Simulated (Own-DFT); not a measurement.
Hf16O31 (monoclinic hafnia with two neutral oxygen vacancies, atoms displaced), Hf16O31 (monoclinic hafnia with two neutral oxygen vacancies, strained, atoms displaced) (calculated)

Computed with Own-DFT development build. A calculation, not a measurement: plane-wave PBE and HSE06 DFT by an unreviewed code, no spin, of a simulated cell at Gamma alone, so results move with cell size and shape, stress positive in tension, energies less offsets, not probed for a lower state with spin; hafnium file: forces about 75 meV/angstrom off all-electron values; oxygen file: force components 24 meV/angstrom off all-electron in a glass; k mesh not checked against a denser one; forces and stress are PBE's, HSE06 gives the energy alone, and its difference from PBE has offsets of its own; offsets are fitted by least squares, one for each functional and potential file, so energies compare only between cells with the same atoms and settings and are not formation energies; the far tail of each file's local potential was reset to the Coulomb form; each entry is a single point on an unrelaxed cell, so the pressure reflects the starting lattice, mostly measured values, from which strain is counted, and rises with the displacements; printed positions are rounded, which can move forces by about a meV/angstrom; the program is a retired in-house code; no spin-orbit coupling.

Settings shared by all entries: first functional PBE; second functional HSE06; exact exchange share 0.25; screening 0.11 1/bohr; exchange divergence Gygi-Baldereschi; potential files PseudoDojo norm-conserving, scalar-relativistic, made for PBE, standard set; wave cutoff 48 hartree; occupations fixed; k mesh 1 x 1 x 1 centred on Gamma.

```yaml
- entry: 1
  formula: Hf16O31
  kind: "monoclinic hafnia with two neutral oxygen vacancies, atoms displaced"
  structure:
    cell_angstrom: [[10.234, 0.0, 0.0], [0.0, 10.35, 0.0], [-1.6955, 0.0, 10.4453]]
    atoms_fractional:
      - [Hf, 0.13487, 0.01996, 0.1058]
      - [Hf, 0.36016, 0.27679, 0.14741]
      - [Hf, 0.36015, 0.47951, 0.39639]
      - [Hf, 0.14775, 0.22572, 0.35231]
      - [O, 0.04001, 0.16602, 0.17733]
      - [O, 0.46606, 0.41833, 0.07452]
      - [O, 0.46481, 0.33476, 0.32755]
      - [O, 0.03529, 0.08389, 0.42335]
      - [O, 0.22338, 0.37443, 0.23746]
      - [O, 0.27331, 0.12699, 0.01577]
      - [O, 0.27169, 0.11838, 0.26059]
      - [O, 0.22761, 0.37157, 0.49427]
      - [Hf, 0.13666, 0.02403, 0.60682]
      - [Hf, 0.36241, 0.2696, 0.64826]
      - [Hf, 0.36435, 0.48214, 0.89975]
      - [Hf, 0.13512, 0.23153, 0.8541]
      - [O, 0.03198, 0.16688, 0.66884]
      - [O, 0.46443, 0.41902, 0.57665]
      - [O, 0.46019, 0.3374, 0.82739]
      - [O, 0.03759, 0.07956, 0.92259]
      - [O, 0.2229, 0.37786, 0.74188]
      - [O, 0.27815, 0.12603, 0.51344]
      - [O, 0.27478, 0.12567, 0.76167]
      - [O, 0.2275, 0.37185, 0.98869]
      - [Hf, 0.1385, 0.5207, 0.10742]
      - [Hf, 0.35491, 0.771, 0.14014]
      - [Hf, 0.35899, 0.97914, 0.39625]
      - [Hf, 0.13525, 0.73282, 0.35275]
      - [O, 0.03634, 0.66796, 0.17226]
      - [O, 0.46485, 0.91858, 0.07492]
      - [O, 0.46408, 0.83008, 0.32966]
      - [O, 0.04232, 0.58755, 0.43181]
      - [O, 0.22375, 0.87717, 0.23971]
      - [O, 0.27641, 0.62969, 0.0072]
      - [O, 0.27233, 0.62265, 0.2641]
      - [O, 0.22091, 0.87254, 0.48284]
      - [Hf, 0.13773, 0.52321, 0.60126]
      - [Hf, 0.36343, 0.77066, 0.64279]
      - [Hf, 0.36454, 0.97757, 0.89544]
      - [Hf, 0.14235, 0.72757, 0.85439]
      - [O, 0.03648, 0.66316, 0.67443]
      - [O, 0.4659, 0.92113, 0.57388]
      - [O, 0.46113, 0.83222, 0.82248]
      - [O, 0.03787, 0.58257, 0.92344]
      - [O, 0.2218, 0.88248, 0.74455]
      - [O, 0.27267, 0.63101, 0.51127]
      - [O, 0.27353, 0.62165, 0.75861]
      - [O, 0.22414, 0.87736, 0.99427]
      - [Hf, 0.64332, 0.02465, 0.10379]
      - [Hf, 0.85937, 0.26709, 0.14854]
      - [Hf, 0.86343, 0.48298, 0.3996]
      - [Hf, 0.63822, 0.22859, 0.35437]
      - [O, 0.52943, 0.16932, 0.16827]
      - [O, 0.96409, 0.41942, 0.07657]
      - [O, 0.53295, 0.08318, 0.42159]
      - [O, 0.7789, 0.12711, 0.01506]
      - [O, 0.78211, 0.12378, 0.2591]
      - [O, 0.72626, 0.36925, 0.49212]
      - [Hf, 0.64199, 0.02487, 0.60802]
      - [Hf, 0.86555, 0.26469, 0.64727]
      - [Hf, 0.86382, 0.47406, 0.89483]
      - [Hf, 0.63894, 0.228, 0.85853]
      - [O, 0.53789, 0.16401, 0.6754]
      - [O, 0.96427, 0.41405, 0.57569]
      - [O, 0.96218, 0.33577, 0.82749]
      - [O, 0.53812, 0.08652, 0.91966]
      - [O, 0.72262, 0.3803, 0.73652]
      - [O, 0.77225, 0.13464, 0.50553]
      - [O, 0.77597, 0.12434, 0.75944]
      - [O, 0.71869, 0.36519, 0.98814]
      - [Hf, 0.63881, 0.52204, 0.10547]
      - [Hf, 0.86045, 0.77024, 0.14801]
      - [Hf, 0.86303, 0.9791, 0.39558]
      - [Hf, 0.6357, 0.727, 0.35517]
      - [O, 0.53796, 0.66423, 0.17021]
      - [O, 0.96022, 0.91337, 0.08213]
      - [O, 0.96263, 0.83833, 0.32899]
      - [O, 0.53648, 0.58209, 0.41752]
      - [O, 0.72715, 0.87873, 0.23943]
      - [O, 0.773, 0.6294, 0.01014]
      - [O, 0.7786, 0.6232, 0.26272]
      - [O, 0.72668, 0.87312, 0.49581]
      - [Hf, 0.64064, 0.5223, 0.59937]
      - [Hf, 0.86587, 0.77035, 0.64552]
      - [Hf, 0.86081, 0.98719, 0.89633]
      - [Hf, 0.6362, 0.73142, 0.85115]
      - [O, 0.53813, 0.66683, 0.67745]
      - [O, 0.9623, 0.9142, 0.57703]
      - [O, 0.95974, 0.83792, 0.82764]
      - [O, 0.54043, 0.58472, 0.92526]
      - [O, 0.72738, 0.87255, 0.73961]
      - [O, 0.77183, 0.62811, 0.51021]
      - [O, 0.7718, 0.62248, 0.76199]
      - [O, 0.7173, 0.8732, 0.98574]
  results:
    "PBE_energy_of_cell_above_offsets [eV]": "-91.235"
    "HSE06_less_PBE_above_offsets [eV]": "0.464"
    "PBE_pressure [GPa]": 3.93
    "PBE_stress_xx [GPa]": -4.04
    "PBE_stress_yy [GPa]": -3.88
    "PBE_stress_zz [GPa]": -3.88
    "PBE_stress_yz [GPa]": -0.25
    "PBE_stress_xz [GPa]": 0.3
    "PBE_stress_xy [GPa]": 0.43
    force_element: [Hf, Hf, Hf, Hf, O, O, O, O, O, O, O, O, Hf, Hf, Hf, Hf, O, O, O, O, O, O, O, O, Hf, Hf, Hf, Hf, O, O, O, O, O, O, O, O, Hf, Hf, Hf, Hf, O, O, O, O, O, O, O, O, Hf, Hf, Hf, Hf, O, O, O, O, O, O, Hf, Hf, Hf, Hf, O, O, O, O, O, O, O, O, Hf, Hf, Hf, Hf, O, O, O, O, O, O, O, O, Hf, Hf, Hf, Hf, O, O, O, O, O, O, O, O]
    "force_x [eV/angstrom]": [0.37, 0.802, 0.447, -1.624, -1.238, -0.207, -0.036, 0.263, -0.234, 0.155, 0.799, -0.238, 0.246, 0.318, 0.345, 1.21, 0.579, 0.064, 1.079, -0.375, -0.318, -0.15, -0.134, -0.551, -0.927, 1.55, 1.011, 0.234, -0.215, 0.109, -0.22, -1.594, -0.039, -0.085, 0.472, -0.054, 0.467, 0.279, -0.344, -1.423, -0.435, -0.431, -0.175, -0.064, 0.178, 0.896, 0.481, 0.014, -1.269, 1.296, 0.419, -0.003, 1.086, -0.258, 0.433, 0.11, -0.928, -0.188, -0.413, -1.443, -1.282, -0.608, -0.682, 0.344, 1.005, -0.605, 0.207, 0.222, 0.358, 0.591, 0.784, -0.441, -0.597, 0.103, -0.955, 0.564, 0.812, -0.688, -0.571, 0.496, -0.093, -0.17, -0.595, -0.987, 0.075, 1.006, -1.015, 1.169, 1.241, -0.995, -0.59, 0.626, 0.846, 0.324]
    "force_y [eV/angstrom]": [-0.151, -1.204, 0.073, 0.301, 0.825, -0.265, 0.128, 0.439, 0.676, 0.629, -0.004, -0.411, -0.858, 0.845, -0.282, 0.048, -0.278, -0.091, -0.817, 0.532, 0.095, 0.201, -0.417, 0.023, 0.001, 0.635, -0.435, 0.041, 0.034, -0.38, 0.121, -0.421, 0.062, 0.322, -0.436, 0.134, -1.006, 0.303, 0.743, 0.585, 0.5, -0.766, 0.366, 0.0, -0.157, 0.087, 0.178, -1.183, -1.081, 1.75, -0.798, 0.362, -0.4, -0.756, 0.381, -0.097, -0.159, 0.466, -1.312, 1.927, 1.978, 1.339, 0.643, 0.173, -1.24, -0.751, -0.313, -0.848, -0.346, 0.51, 0.096, -0.335, 0.205, 1.159, 0.789, 0.979, -0.983, -0.462, 0.549, 0.017, -0.811, -0.297, -0.674, -0.031, -2.383, -0.413, -0.011, 0.9, -0.589, -0.366, 1.587, 0.354, -0.604, 0.531]
    "force_z [eV/angstrom]": [-0.029, -1.135, 0.592, 0.887, -0.181, 0.722, 0.057, 0.052, 0.536, -0.392, 0.137, -0.891, -0.551, 0.2, -1.183, 0.632, 0.719, -0.06, -0.023, -0.242, -0.288, -0.043, 0.121, 0.334, -0.659, 1.253, -0.186, 0.234, 0.156, 0.203, -0.437, -1.603, -0.331, 0.663, -0.582, 1.095, 1.547, 0.111, 0.451, -0.201, 0.277, 0.729, 0.317, -0.07, -0.73, -0.117, 0.2, -0.699, 0.282, 0.25, -0.215, -0.069, 0.441, 0.547, -0.077, -0.731, 0.045, -1.078, -1.114, -1.246, 0.29, -1.263, 0.009, -0.088, -0.212, 0.436, 0.289, 0.675, 0.487, 0.856, -0.406, -1.064, 0.387, -0.377, 0.346, -0.524, -0.138, 0.284, 0.033, 0.463, 0.294, -0.999, 1.463, 0.906, 0.01, 0.876, -1.423, -0.011, 0.148, -0.241, -0.293, -0.113, -0.205, 0.474]
- entry: 2
  formula: Hf16O31
  kind: "monoclinic hafnia with two neutral oxygen vacancies, atoms displaced"
  structure:
    cell_angstrom: [[10.234, 0.0, 0.0], [0.0, 10.35, 0.0], [-1.6955, 0.0, 10.4453]]
    atoms_fractional:
      - [Hf, 0.13962, 0.02052, 0.1092]
      - [Hf, 0.36154, 0.26874, 0.14107]
      - [Hf, 0.36298, 0.48004, 0.3934]
      - [Hf, 0.13977, 0.23165, 0.35373]
      - [O, 0.03638, 0.16227, 0.17747]
      - [O, 0.45676, 0.41492, 0.07603]
      - [O, 0.45555, 0.33361, 0.32428]
      - [O, 0.03747, 0.08138, 0.42414]
      - [O, 0.22228, 0.3768, 0.23658]
      - [O, 0.27362, 0.12918, 0.00889]
      - [O, 0.28101, 0.12252, 0.26299]
      - [O, 0.2164, 0.36927, 0.49252]
      - [Hf, 0.14091, 0.01922, 0.60125]
      - [Hf, 0.3611, 0.27385, 0.6488]
      - [Hf, 0.35395, 0.47698, 0.89202]
      - [Hf, 0.13455, 0.22744, 0.85106]
      - [O, 0.03889, 0.16649, 0.67543]
      - [O, 0.46436, 0.42183, 0.57545]
      - [O, 0.45945, 0.34025, 0.82553]
      - [O, 0.04165, 0.08141, 0.92407]
      - [O, 0.21868, 0.37867, 0.73913]
      - [O, 0.27001, 0.12937, 0.50753]
      - [O, 0.27711, 0.12314, 0.76319]
      - [O, 0.22042, 0.37168, 0.99225]
      - [Hf, 0.13815, 0.52099, 0.10846]
      - [Hf, 0.35889, 0.76935, 0.14295]
      - [Hf, 0.36577, 0.9781, 0.39644]
      - [Hf, 0.13543, 0.73233, 0.35493]
      - [O, 0.03511, 0.6692, 0.17535]
      - [O, 0.45908, 0.91671, 0.08066]
      - [O, 0.46256, 0.82832, 0.32524]
      - [O, 0.03968, 0.58112, 0.42276]
      - [O, 0.22332, 0.87995, 0.23733]
      - [O, 0.27652, 0.62967, 0.0086]
      - [O, 0.27718, 0.62024, 0.26426]
      - [O, 0.22938, 0.87675, 0.48862]
      - [Hf, 0.13934, 0.52408, 0.60333]
      - [Hf, 0.36304, 0.77266, 0.64704]
      - [Hf, 0.36491, 0.9803, 0.89857]
      - [Hf, 0.14196, 0.72904, 0.8501]
      - [O, 0.03956, 0.66613, 0.66804]
      - [O, 0.46744, 0.91933, 0.5772]
      - [O, 0.46017, 0.83194, 0.82502]
      - [O, 0.03787, 0.58848, 0.92387]
      - [O, 0.22444, 0.8831, 0.73755]
      - [O, 0.27852, 0.62927, 0.51076]
      - [O, 0.27642, 0.61614, 0.75913]
      - [O, 0.22379, 0.86782, 0.98678]
      - [Hf, 0.63933, 0.01802, 0.10552]
      - [Hf, 0.85849, 0.2737, 0.14778]
      - [Hf, 0.86701, 0.47729, 0.39793]
      - [Hf, 0.63795, 0.23055, 0.35426]
      - [O, 0.53823, 0.16281, 0.17319]
      - [O, 0.97024, 0.41435, 0.0728]
      - [O, 0.96309, 0.32816, 0.32552]
      - [O, 0.53437, 0.08615, 0.4223]
      - [O, 0.71788, 0.38406, 0.24068]
      - [O, 0.77612, 0.12905, 0.01254]
      - [O, 0.77565, 0.11617, 0.25984]
      - [O, 0.72117, 0.3704, 0.4886]
      - [Hf, 0.63943, 0.02019, 0.59944]
      - [Hf, 0.86074, 0.2718, 0.64569]
      - [Hf, 0.86409, 0.48342, 0.89617]
      - [Hf, 0.63418, 0.23087, 0.8528]
      - [O, 0.53884, 0.16442, 0.67575]
      - [O, 0.96348, 0.41574, 0.56906]
      - [O, 0.96255, 0.33824, 0.82566]
      - [O, 0.53135, 0.08103, 0.92132]
      - [O, 0.7758, 0.13021, 0.5114]
      - [O, 0.77969, 0.1216, 0.76166]
      - [O, 0.72478, 0.36919, 0.99014]
      - [Hf, 0.63938, 0.51728, 0.10169]
      - [Hf, 0.85659, 0.76881, 0.14491]
      - [Hf, 0.86443, 0.97778, 0.39552]
      - [Hf, 0.64054, 0.72812, 0.35405]
      - [O, 0.53877, 0.6674, 0.17389]
      - [O, 0.9571, 0.91993, 0.07658]
      - [O, 0.96316, 0.8311, 0.32814]
      - [O, 0.54103, 0.58308, 0.43227]
      - [O, 0.72646, 0.87982, 0.244]
      - [O, 0.77293, 0.62884, 0.01064]
      - [O, 0.77608, 0.62091, 0.2642]
      - [O, 0.72599, 0.87175, 0.48707]
      - [Hf, 0.63981, 0.52208, 0.60406]
      - [Hf, 0.86343, 0.77252, 0.6529]
      - [Hf, 0.86253, 0.97826, 0.89352]
      - [Hf, 0.63615, 0.72905, 0.8533]
      - [O, 0.53803, 0.67167, 0.67051]
      - [O, 0.96553, 0.91293, 0.57963]
      - [O, 0.9622, 0.83378, 0.82848]
      - [O, 0.53506, 0.58952, 0.92285]
      - [O, 0.72596, 0.88385, 0.73796]
      - [O, 0.77609, 0.62898, 0.51209]
      - [O, 0.72289, 0.86479, 0.99492]
  results:
    "PBE_energy_of_cell_above_offsets [eV]": "-91.939"
    "HSE06_less_PBE_above_offsets [eV]": "0.460"
    "PBE_pressure [GPa]": 3.61
    "PBE_stress_xx [GPa]": -2.96
    "PBE_stress_yy [GPa]": -3.65
    "PBE_stress_zz [GPa]": -4.23
    "PBE_stress_yz [GPa]": -0.08
    "PBE_stress_xz [GPa]": -0.2
    "PBE_stress_xy [GPa]": 0.09
    force_element: [Hf, Hf, Hf, Hf, O, O, O, O, O, O, O, O, Hf, Hf, Hf, Hf, O, O, O, O, O, O, O, O, Hf, Hf, Hf, Hf, O, O, O, O, O, O, O, O, Hf, Hf, Hf, Hf, O, O, O, O, O, O, O, O, Hf, Hf, Hf, Hf, O, O, O, O, O, O, O, O, Hf, Hf, Hf, Hf, O, O, O, O, O, O, O, Hf, Hf, Hf, Hf, O, O, O, O, O, O, O, O, Hf, Hf, Hf, Hf, O, O, O, O, O, O, O]
    "force_x [eV/angstrom]": [-0.525, -0.488, -0.043, 0.224, -0.566, 1.435, 1.426, -0.468, -0.292, 0.345, -0.218, 0.969, -0.526, -0.146, 0.117, 0.036, -0.648, -0.555, 1.361, -1.118, 0.263, 1.006, 0.48, 0.051, 0.323, 0.474, -0.13, 0.528, -0.003, 0.83, 0.055, -0.244, -0.064, -0.058, -0.196, -0.491, 0.3, 0.424, -1.22, -0.28, -1.036, -0.204, 0.316, -0.476, -0.098, -0.271, 0.106, -0.212, 0.07, 0.983, -0.637, -0.442, -0.418, -0.906, -0.502, 0.157, 0.614, -0.364, -0.017, 0.082, 0.221, 0.27, 0.214, 0.588, -0.734, 0.172, -0.166, 1.057, 0.149, -0.284, -0.075, -1.416, 0.674, -0.031, -0.559, -0.192, 0.614, 0.201, -0.738, -0.279, 0.595, 0.439, -0.25, -0.064, -0.109, 0.074, -0.028, 0.257, 0.271, 0.845, -0.784, -0.287, 0.509, -0.266]
    "force_y [eV/angstrom]": [0.191, -0.193, 0.118, -0.887, 0.409, 0.739, -0.575, 0.035, 0.197, -0.138, -0.266, 0.44, 0.75, -0.434, 0.787, 0.075, -0.043, -1.016, -0.976, -0.42, 0.084, 0.393, 0.116, -0.055, 0.185, -0.213, 0.188, -0.246, -0.265, 0.416, 0.408, 0.2, -0.384, -0.322, 0.244, -0.841, -1.037, -0.021, -0.245, 0.279, 0.806, -0.333, 0.182, -0.116, -0.75, 0.366, 0.772, 0.17, -0.01, -0.983, 0.468, -0.24, 0.587, -0.339, 0.65, 0.064, -0.932, -0.02, 0.883, 0.047, 0.236, 0.174, -0.149, -0.706, 0.763, -0.29, -0.103, 0.659, -0.05, 0.659, 0.412, 1.117, 0.439, 0.24, -0.106, -0.399, -0.202, 0.055, 0.235, -0.199, -0.477, -0.064, 0.056, -0.029, -0.359, 0.777, -0.328, -0.168, 0.327, -0.701, -1.017, -0.562, 0.134, 0.679]
    "force_z [eV/angstrom]": [-0.878, 0.554, 0.784, 0.162, -0.436, -0.241, 0.279, -0.34, 0.326, 0.383, -0.235, -0.238, 0.443, -1.09, 1.354, 0.704, -0.555, 0.647, -0.084, -0.218, 0.034, 0.638, -0.38, -0.766, -0.622, 0.425, -0.646, -0.043, -0.283, -0.131, 0.496, -0.464, 0.304, 0.106, -0.529, -0.016, -0.422, -0.593, -0.422, 0.804, 0.608, 0.091, 0.347, -0.293, 0.119, 0.261, -0.149, 0.105, 0.032, -0.466, -0.22, -0.16, -0.122, 0.713, 0.019, -0.01, -0.044, -0.262, 0.194, 0.471, 0.591, 0.06, -0.212, 0.301, -0.145, 1.082, -0.208, 0.208, -0.354, 0.009, -0.443, -0.029, 0.317, 0.319, 0.276, -0.349, 0.419, 0.125, -1.706, -0.579, -0.215, -0.462, 0.402, 0.494, -1.477, 1.086, 0.185, 0.133, -0.122, -0.032, 0.016, 0.311, 0.759, -0.807]
- entry: 3
  formula: Hf16O31
  kind: "monoclinic hafnia with two neutral oxygen vacancies, strained, atoms displaced"
  structure:
    cell_angstrom:
      - [10.4313, 0.0711, -0.0504]
      - [0.0719, 10.3845, -0.0026]
      - [-1.7797, -0.0144, 10.6038]
    atoms_fractional:
      - [Hf, 0.13991, 0.02955, 0.10753]
      - [Hf, 0.37216, 0.27276, 0.13799]
      - [Hf, 0.36237, 0.48339, 0.39392]
      - [Hf, 0.14396, 0.23639, 0.35471]
      - [O, 0.0401, 0.16597, 0.16134]
      - [O, 0.45909, 0.40768, 0.07413]
      - [O, 0.03429, 0.08385, 0.42883]
      - [O, 0.27184, 0.124, 0.00918]
      - [O, 0.28426, 0.11717, 0.2628]
      - [O, 0.23065, 0.37845, 0.49938]
      - [Hf, 0.14179, 0.01167, 0.5984]
      - [Hf, 0.361, 0.27252, 0.65854]
      - [Hf, 0.35955, 0.47655, 0.88634]
      - [Hf, 0.11724, 0.22699, 0.85256]
      - [O, 0.0333, 0.17803, 0.66382]
      - [O, 0.47064, 0.42444, 0.57413]
      - [O, 0.47456, 0.33026, 0.82748]
      - [O, 0.02219, 0.08131, 0.92148]
      - [O, 0.24146, 0.38133, 0.74448]
      - [O, 0.26265, 0.12537, 0.50748]
      - [O, 0.26952, 0.12922, 0.75611]
      - [O, 0.22029, 0.35959, 0.99201]
      - [Hf, 0.13774, 0.50312, 0.10237]
      - [Hf, 0.36684, 0.76271, 0.13918]
      - [Hf, 0.35367, 0.9822, 0.39536]
      - [Hf, 0.13654, 0.72114, 0.34872]
      - [O, 0.03365, 0.66819, 0.17201]
      - [O, 0.45705, 0.91815, 0.06909]
      - [O, 0.45523, 0.82026, 0.32842]
      - [O, 0.0348, 0.58762, 0.4389]
      - [O, 0.22082, 0.87381, 0.24152]
      - [O, 0.27752, 0.62722, 0.00624]
      - [O, 0.27195, 0.61826, 0.25762]
      - [O, 0.22723, 0.86937, 0.48035]
      - [Hf, 0.13715, 0.5185, 0.59614]
      - [Hf, 0.35358, 0.77989, 0.64339]
      - [Hf, 0.36182, 0.98744, 0.88868]
      - [Hf, 0.13234, 0.74236, 0.8504]
      - [O, 0.05147, 0.66156, 0.67217]
      - [O, 0.45798, 0.91173, 0.58029]
      - [O, 0.45377, 0.84194, 0.82712]
      - [O, 0.0435, 0.58936, 0.91419]
      - [O, 0.23815, 0.86645, 0.7419]
      - [O, 0.28342, 0.64004, 0.50697]
      - [O, 0.27118, 0.62122, 0.76587]
      - [O, 0.22213, 0.86691, 0.99543]
      - [Hf, 0.62837, 0.00895, 0.10309]
      - [Hf, 0.8663, 0.26081, 0.14969]
      - [Hf, 0.84948, 0.48509, 0.39055]
      - [Hf, 0.6371, 0.22972, 0.35476]
      - [O, 0.53656, 0.14992, 0.17632]
      - [O, 0.95676, 0.40258, 0.07009]
      - [O, 0.95456, 0.34112, 0.32293]
      - [O, 0.52774, 0.08186, 0.43205]
      - [O, 0.7301, 0.37519, 0.24929]
      - [O, 0.77826, 0.1282, 0.01725]
      - [O, 0.77479, 0.11123, 0.26441]
      - [O, 0.71786, 0.37295, 0.50249]
      - [Hf, 0.63939, 0.01725, 0.5913]
      - [Hf, 0.86641, 0.25602, 0.63869]
      - [Hf, 0.85903, 0.48252, 0.8958]
      - [Hf, 0.63568, 0.23336, 0.84636]
      - [O, 0.53323, 0.17298, 0.66768]
      - [O, 0.95779, 0.40529, 0.57208]
      - [O, 0.96648, 0.34148, 0.82057]
      - [O, 0.5217, 0.0727, 0.93051]
      - [O, 0.73465, 0.37541, 0.73124]
      - [O, 0.79121, 0.13041, 0.52415]
      - [O, 0.7856, 0.12487, 0.7691]
      - [O, 0.71138, 0.36673, 0.97285]
      - [Hf, 0.64278, 0.52432, 0.10068]
      - [Hf, 0.857, 0.78298, 0.15371]
      - [Hf, 0.86268, 0.99166, 0.40132]
      - [Hf, 0.63973, 0.72857, 0.35345]
      - [O, 0.54059, 0.66414, 0.16849]
      - [O, 0.94245, 0.9203, 0.07509]
      - [O, 0.94384, 0.8475, 0.32215]
      - [O, 0.55402, 0.58608, 0.42744]
      - [O, 0.72546, 0.8791, 0.2361]
      - [O, 0.7576, 0.6274, 0.00883]
      - [O, 0.7679, 0.62619, 0.25578]
      - [O, 0.73801, 0.88121, 0.48385]
      - [Hf, 0.6344, 0.5246, 0.59487]
      - [Hf, 0.8615, 0.76168, 0.6394]
      - [Hf, 0.8749, 0.95759, 0.88989]
      - [Hf, 0.63012, 0.71758, 0.84681]
      - [O, 0.54622, 0.66719, 0.665]
      - [O, 0.96654, 0.93261, 0.58155]
      - [O, 0.9715, 0.83365, 0.836]
      - [O, 0.54028, 0.5903, 0.91325]
      - [O, 0.72953, 0.87534, 0.73209]
      - [O, 0.79231, 0.6319, 0.51046]
      - [O, 0.7707, 0.62469, 0.76176]
      - [O, 0.71808, 0.87041, 0.99759]
  results:
    "PBE_energy_of_cell_above_offsets [eV]": "-79.673"
    "HSE06_less_PBE_above_offsets [eV]": "1.883"
    "PBE_pressure [GPa]": 0.84
    "PBE_stress_xx [GPa]": -1.36
    "PBE_stress_yy [GPa]": -1.78
    "PBE_stress_zz [GPa]": 0.61
    "PBE_stress_yz [GPa]": -0.7
    "PBE_stress_xz [GPa]": -0.77
    "PBE_stress_xy [GPa]": 3.42
    force_element: [Hf, Hf, Hf, Hf, O, O, O, O, O, O, Hf, Hf, Hf, Hf, O, O, O, O, O, O, O, O, Hf, Hf, Hf, Hf, O, O, O, O, O, O, O, O, Hf, Hf, Hf, Hf, O, O, O, O, O, O, O, O, Hf, Hf, Hf, Hf, O, O, O, O, O, O, O, O, Hf, Hf, Hf, Hf, O, O, O, O, O, O, O, O, Hf, Hf, Hf, Hf, O, O, O, O, O, O, O, O, Hf, Hf, Hf, Hf, O, O, O, O, O, O, O, O]
    "force_x [eV/angstrom]": [1.499, -0.954, 0.936, -0.674, -0.874, 1.959, 0.996, -0.718, -1.44, 0.416, -0.962, 1.24, -0.398, 1.037, 3.213, -1.389, -2.085, 1.791, -1.6, 1.074, -0.053, -0.288, -0.401, -1.242, 0.752, -0.4, -0.004, -0.669, 1.112, -0.323, -0.147, 0.186, 0.063, -1.488, -0.603, 2.469, -1.518, 3.896, -3.068, 1.508, 2.615, -1.781, -3.496, -0.726, 1.382, -0.358, 1.948, -1.729, 1.407, 0.104, -1.35, 1.131, 2.742, 1.272, -1.467, -1.094, -0.502, 0.456, -0.792, -2.023, 0.306, 3.183, 0.422, 1.54, 0.13, 2.719, -1.077, -2.873, -0.715, 0.74, -0.675, 0.174, 0.833, -0.455, -0.684, 2.85, 3.211, -1.656, -2.475, 2.235, 0.587, -1.776, 1.392, 0.838, -6.613, 0.671, -2.273, -0.217, 1.309, -3.544, 0.414, -0.985, 1.791, 0.085]
    "force_y [eV/angstrom]": [-3.553, -2.381, 0.074, -0.703, 1.873, 2.074, 1.309, 0.276, 1.14, -1.001, 1.554, -0.936, 1.724, -0.502, -2.249, -0.74, 1.523, 0.655, 0.188, 0.936, -0.851, 1.162, 2.489, 1.691, -1.82, 1.406, -1.061, -1.705, 0.448, 0.547, 0.688, -1.104, -1.462, 0.585, -0.4, -2.678, -1.028, -3.376, 2.244, 1.494, -2.1, -1.594, 2.729, -1.55, -0.612, 0.536, 0.13, -0.615, -1.78, -0.102, 2.72, 1.387, -1.051, 1.104, 0.276, 0.344, 2.034, -0.869, 0.141, 4.784, -1.037, -2.689, -1.051, 1.812, 0.39, 2.976, 0.754, -2.517, -0.941, 1.932, -1.28, -1.045, -0.738, 2.193, 0.086, 0.579, -1.763, -0.496, -0.202, -0.196, -1.084, -1.5, -2.178, 1.433, 6.06, 4.471, 1.543, -2.106, -3.157, -3.462, -0.056, 0.166, -0.316, -1.025]
    "force_z [eV/angstrom]": [-1.337, 0.905, 1.482, 0.636, 2.379, -0.773, -1.239, 0.441, -0.334, -2.218, 0.315, -1.981, 1.357, -0.144, 1.19, -0.496, -0.177, 0.133, -0.057, -0.205, -0.09, 0.093, -1.466, -0.296, -0.234, -0.478, 0.493, 1.457, 0.025, -2.587, -0.349, 0.905, 0.193, 1.003, 1.928, 0.333, 1.562, 1.839, -0.105, -0.662, -0.79, 1.301, -1.006, -0.6, -0.666, -0.705, -1.338, -1.649, 2.021, -0.291, 1.585, 0.03, 0.444, -1.219, -1.228, 0.313, 0.282, -3.466, 3.07, 3.058, -1.342, 0.582, -0.068, -0.896, 0.909, -1.2, 1.36, -3.494, -0.846, 1.837, -0.499, -1.988, -0.773, -1.001, 0.241, 0.432, 1.1, -2.445, 0.932, 0.297, 0.724, 0.56, 2.956, 0.991, 2.404, -0.099, 0.55, 1.149, -3.159, 1.309, -0.566, -0.491, -0.235, -1.816]
```
